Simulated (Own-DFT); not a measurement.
# Strain and stress in wurtzite GaN, 72 atoms (Ga36N36)

Calculated results; nothing here was measured. They come from Own-DFT, an in-house plane-wave density functional program, since retired, whose code no person has reviewed. Each row is one single-point run on a periodic cell that was not relaxed, without spin or spin-orbit coupling.

Settings of every run: PBE; PseudoDojo norm-conserving scalar-relativistic files (stringent for Ga); cutoff 96 hartree; 4 x 4 x 3 k mesh centred on Gamma; Gaussian smearing of 0.01 eV.

Known limits: forces not confirmed at this smearing and k mesh; stress not checked against mesh or cutoff.

Unstrained cell vectors in Å: (9.567, 0.000, 0.000); (-4.783, 8.285, 0.000); (0.000, 0.000, 10.370). The unstrained cell has measured lattice constants (interpolated for alloys), not those of this functional. That, the random moves and any unrelaxed bonds set the pressure at no strain. Each run strains this cell uniformly, with the atoms carried along. Every atom was also moved at random, by a Gaussian of width 0.05 Å on each axis. Strain is the symmetric tensor, in per cent. Stress is positive in tension, and the pressure is minus a third of its trace.

| run | e_xx (%) | e_yy (%) | e_zz (%) | e_yz (%) | e_xz (%) | e_xy (%) | s_xx (GPa) | s_yy (GPa) | s_zz (GPa) | s_yz (GPa) | s_xz (GPa) | s_xy (GPa) | P (GPa) | E (meV/atom) |
|---|---|---|---|---|---|---|---|---|---|---|---|---|---|---|
| 1 | 0.07 | 0.90 | 1.66 | 0.23 | -1.67 | 0.47 | -5.35 | -2.00 | 0.78 | 0.61 | -3.28 | 1.65 | 2.19 | 8.1 |
| 2 | -0.88 | -1.07 | 1.00 | 0.28 | 0.49 | 0.20 | -11.62 | -9.76 | -5.28 | 0.17 | 1.67 | 0.34 | 8.89 | 15.9 |
| 3 | -1.41 | 1.22 | 0.05 | -1.73 | 1.96 | 0.27 | -10.94 | -2.34 | -10.67 | -4.43 | 2.79 | -0.86 | 7.98 | 37.0 |
| 4 | 1.17 | 1.62 | 0.38 | -0.77 | 0.90 | 0.47 | -0.21 | 0.63 | -4.96 | -2.07 | 2.12 | 1.44 | 1.51 | 6.6 |
| 5 | -1.45 | -1.54 | 0.42 | -0.73 | -1.96 | -0.54 | -14.48 | -15.38 | -8.05 | -1.59 | -4.14 | -1.25 | 12.63 | 29.9 |
| 6 | 0.81 | 0.75 | 0.86 | 0.40 | -1.74 | -1.24 | -1.63 | -2.50 | -3.12 | 1.52 | -3.32 | -2.54 | 2.42 | 0.0 |
| 7 | 0.18 | 0.92 | 1.14 | 0.65 | 1.07 | -1.13 | -5.31 | -1.29 | -1.91 | 1.46 | 2.61 | -4.62 | 2.83 | 6.5 |
| 8 | 0.99 | 1.26 | -1.55 | -0.22 | 1.59 | -0.97 | -2.67 | -1.92 | -13.03 | 0.33 | 3.32 | -3.47 | 5.87 | 17.6 |
| 9 | -1.62 | 0.47 | -0.16 | 0.90 | 1.61 | 1.86 | -15.38 | -7.27 | -8.70 | 1.97 | 4.15 | 5.41 | 10.45 | 43.5 |
| 10 | -0.75 | -0.42 | -1.95 | -0.17 | -1.17 | -0.45 | -10.92 | -12.66 | -17.24 | -1.02 | -2.05 | -0.92 | 13.61 | 32.4 |
| 11 | 1.68 | -0.80 | 1.19 | 1.95 | 0.55 | 1.69 | -0.18 | -8.40 | -2.13 | 3.78 | 1.14 | 4.71 | 3.57 | 18.6 |
| 12 | 0.45 | 1.72 | -0.56 | -0.02 | 0.33 | 0.16 | -4.36 | 0.11 | -8.05 | 0.17 | 0.16 | 2.49 | 4.10 | 8.9 |
| 13 | -0.09 | -0.67 | 1.15 | 0.52 | -0.19 | -1.02 | -5.09 | -8.94 | -4.16 | 1.47 | -0.28 | -3.19 | 6.06 | 4.5 |
| 14 | 0.98 | -0.08 | 0.51 | -1.77 | 0.61 | -0.12 | -2.71 | -6.56 | -3.70 | -3.78 | 0.92 | -0.94 | 4.32 | 3.8 |
| 15 | 0.35 | -1.31 | -1.73 | -1.65 | 1.29 | 1.44 | -8.93 | -14.13 | -16.72 | -2.52 | 2.25 | 3.68 | 13.26 | 48.7 |
| 16 | -1.44 | 0.00 | -0.44 | 1.66 | 0.62 | -1.00 | -12.67 | -8.52 | -11.82 | 3.34 | 1.81 | -2.04 | 11.00 | 25.7 |
| 17 | 0.58 | -0.93 | -1.38 | -0.13 | -0.33 | -0.47 | ? | ? | ? | ? | ? | ? | ? | ? |

E is the free energy for each atom above the lowest run shown.

## Worked fit

Each stress component was fitted by least squares to a constant and the strains of the runs shown, as fractions, with shears doubled. Shear strains stay in the fit of a normal stress only where such slopes are resolved. The slopes, in GPa:

| stress | at no strain | per e_xx | per e_yy | per e_zz | scatter |
|---|---|---|---|---|---|
| s_xx | -7.0 | 422 ± 26 | 91 ± 26 | 69 ± 25 | 1.05 |
| s_yy | -7.2 | 75 ± 19 | 436 ± 19 | 110 ± 18 | 0.77 |
| s_zz | -8.0 | 101 ± 25 | 62 ± 25 | 441 ± 24 | 1.01 |

Each shear stress against twice its own strain: yz 106 ± 7, xz 101 ± 6, xy 155 ± 11 GPa. These are stiffnesses along x, y and z of the frame in which the cell vectors are given, which need not be the crystal's axes. The atoms are held to the strained lattice; where symmetry lets them move under strain, relaxing them would lower some slopes. The table should be nearly symmetric about its diagonal, and what it lacks of that shows the noise. A ninth of its sum, 201 ± 4 GPa, estimates the bulk modulus near the mean pressure of these runs, 6.9 GPa, so it lies above the value at zero pressure.

## Withheld run

Question: what normal stresses and pressure should run 17 give?

The fit gives s_xx = -6.4, s_yy = -12.3, s_zz = -14.1 and P = 10.9 GPa. The calculation gave -6.11, -11.52, -15.02 and P = 10.88 GPa.
